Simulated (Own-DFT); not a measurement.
# Response to strain: 4H SiC, 72 atoms (C36Si36)

Calculated, not measured: single-point runs of Own-DFT, a retired in-house plane-wave DFT program that no person has reviewed, on unrelaxed cells, without spin or spin-orbit coupling.

Common settings: PBE; PseudoDojo norm-conserving scalar-relativistic files; cutoff 42 hartree; 4 x 4 x 3 k mesh centred on Gamma; Fermi-Dirac smearing of 0.1 eV.

Caveats: forces on such cells passed a denser k mesh, each cell not checked; stress not checked against mesh or cutoff.

Unstrained cell vectors in Å: (9.248, 0.000, 0.000); (-4.624, 8.009, 0.000); (0.000, 0.000, 10.068). The unstrained cell has measured lattice constants (interpolated for alloys), not those of this functional. That, the random moves and any unrelaxed bonds set the pressure at no strain. The cell is deformed uniformly in each run, and the atoms keep their fractional places. All atoms carry random offsets, Gaussian with a width of 0.05 Å per axis. Strain is the symmetric tensor, in per cent. Stress is positive in tension, and the pressure is minus a third of its trace.

```
run  e_xx (%)  e_yy (%)  e_zz (%)  e_yz (%)  e_xz (%)  e_xy (%)  s_xx (GPa)  s_yy (GPa)  s_zz (GPa)  s_yz (GPa)  s_xz (GPa)  s_xy (GPa)  P (GPa)  E (meV/atom)
  1     -1.04     -0.57      0.20      1.91      0.10      1.41      -11.50       -7.70       -6.65        5.51        1.33        6.31     8.62          25.7
  2     -0.74     -0.59      0.79     -1.32      0.42      1.07       -8.96       -9.07       -3.57       -4.28        0.97        5.98     7.20          32.0
  3      1.88      0.90     -1.38     -0.59      1.31      1.06        6.29        2.19      -16.54       -0.78        4.59        3.78     2.68          17.5
  4      0.38     -1.21     -1.88      0.43     -1.43     -1.55       -5.65       -9.62      -21.91        1.88       -5.54       -7.92    12.40          37.8
  5     -1.55      1.00      0.45     -0.66      1.47     -1.09      -13.56       -3.42       -3.16       -2.47        4.45       -7.10     6.71          46.3
  6     -1.24     -1.75     -1.09     -1.02      1.74     -0.88      -14.40      -17.38      -14.45       -3.64        5.01       -5.30    15.41          47.9
  7      1.62     -0.43     -1.26     -0.46     -0.64     -1.10        2.73       -5.64      -14.38       -2.01       -2.73       -4.39     5.77          17.9
  8      0.18      1.99     -1.21     -0.97     -0.46     -1.70       -3.80        5.22      -11.94       -3.22       -1.33       -6.05     3.51          19.2
  9      1.66      0.27     -0.27     -1.48     -1.14      1.91        4.10       -4.00       -7.46       -5.94       -4.18        7.12     2.45          27.4
 10     -0.64      0.30      1.27      0.33     -1.66      1.29       -7.78       -4.32        0.38        0.84       -5.54        5.94     3.91          25.5
 11      0.72      0.73     -1.95      0.44     -1.70     -0.56       -0.88       -2.74      -16.74        1.50       -6.26       -2.28     6.79          27.7
 12      0.73     -0.80     -1.97      1.76      1.59      0.13       -2.86      -10.46      -19.00        6.72        5.91        0.57    10.77          35.0
 13      0.45      0.67      0.44     -0.32      0.58     -0.97       -1.07       -1.51       -3.13       -1.59        1.28       -4.50     1.90           2.8
 14      1.20      1.67     -0.04     -0.27      0.15     -0.81        4.33        4.33       -6.33       -1.19        0.71       -3.37    -0.78           0.0
 15     -0.09     -0.78     -1.44     -0.05      0.78      1.35       -7.11      -10.52      -16.05        0.05        2.78        6.97    11.23          24.4
 16      1.08      0.60      0.49      1.83      1.79     -1.27        1.35       -0.73       -3.58        6.78        6.55       -6.70     0.98          20.5
 17     -0.48      1.53      1.18      0.67      1.31      0.55           ?           ?           ?           ?           ?           ?        ?             ?
```

The last column gives the free energy per atom over the lowest of the runs shown.

## Worked fit

Each stress component was fitted by least squares to a constant and the strains of the runs shown, as fractions, with shears doubled. Shear strains stay in the fit of a normal stress only where such slopes are resolved. The slopes, in GPa:

```
stress  at no strain  per e_xx  per e_yy  per e_zz  scatter
  s_xx          -5.1  587 ± 17   88 ± 17   67 ± 17     0.59
  s_yy          -5.5  131 ± 37  501 ± 36   34 ± 36     1.28
  s_zz          -7.1  -16 ± 33  107 ± 33  589 ± 32     1.15
```

The slope of each shear stress on twice its own strain, from a fit on all six strains: yz 173 ± 7, xz 174 ± 4, xy 230 ± 15 GPa. These are stiffnesses along x, y and z of the frame in which the cell vectors are given, with the crystal's c axis along z: C11, C12, C13 and C33. Hexagonal symmetry asks that xx and yy behave alike, which is a second check on the noise. These are clamped-ion slopes: internal relaxation, where symmetry allows it, would soften some. The table should be nearly symmetric about its diagonal, and what it lacks of that shows the noise. A ninth of the table's sum, 232 ± 4 GPa, estimates the bulk modulus near the mean pressure of these runs, 6.2 GPa, so it lies above the value at zero pressure.

## Test on the hidden row

Question: what normal stresses and pressure should run 17 give?

The fit gives s_xx = -5.8, s_yy = 1.9, s_zz = 1.5 and P = 0.8 GPa. The calculation gave -5.17, 2.24, 1.74 and P = 0.40 GPa.
